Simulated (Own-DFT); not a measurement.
# One host, several defects: L1_0 TiAl

Everything here is calculated. The program is Own-DFT (plane waves, in-house, since retired, never reviewed by a person); positions were held fixed, and spin and spin-orbit coupling were off.

Common settings: PBE; PseudoDojo norm-conserving scalar-relativistic files; cutoff 42 hartree; 4 x 4 x 4 k mesh centred on Gamma; cold (Marzari-Vanderbilt) smearing of 0.2 eV.

Limits: forces on such cells failed a check on a denser k mesh; stress not checked against mesh or cutoff.

All runs share one cell, with vectors in Å (5.622, 5.622, 0.000); (-5.622, 5.622, 0.000); (0.000, 0.000, 8.133) and a volume of 514.0 Å³. The atoms are randomly displaced, by u rms on each axis. The defect's site can differ from row to row.

| cell | formula | u (Å) | P (GPa) |
|---|---|---|---|
| no defect | Al16Ti16 | 0.0192 | 1.18 |
| no defect | Al16Ti16 | 0.0197 | 1.17 |
| no defect | Al16Ti16 | 0.0494 | 1.71 |
| one Ti vacancy | Al16Ti15 | 0.0269 | 0.51 |
| one Ti vacancy | Al16Ti15 | 0.0280 | 0.41 |
| one Ti vacancy | Al16Ti15 | 0.0291 | ? |
| one Ti vacancy | Al16Ti15 | 0.0310 | 0.48 |
| two Al vacancies | Al14Ti16 | 0.0272 | -0.63 |
| two Al vacancies | Al14Ti16 | 0.0434 | -0.67 |
| two Al vacancies | Al14Ti16 | 0.0497 | -0.11 |

## Fit

P = P0 + c u² + a shift for each defect gives P0 = 1.08 GPa, c = 260 ± 67 GPa/Å² and a scatter of 0.14 GPa. The shifts, and each times the cell's volume:

- one Ti vacancy: -0.82 ± 0.12 GPa, -2.6 eV
- two Al vacancies: -1.99 ± 0.12 GPa, -6.4 eV (-3.2 eV for each of its 2 sites)

Positive is outwards. The product with the volume (160.2 GPa Å³ to the eV) is nearly free of the cell's size; divided by the bulk modulus at the cell's pressure it gives the volume that the defect adds. The atoms around the defects weren't relaxed, which would change these numbers.

## Check

The question: what pressure belongs in the blank (one Ti vacancy, u = 0.0291 Å)?

The fit gives 0.47 ± 0.16 GPa. DFT gave 0.39 GPa.
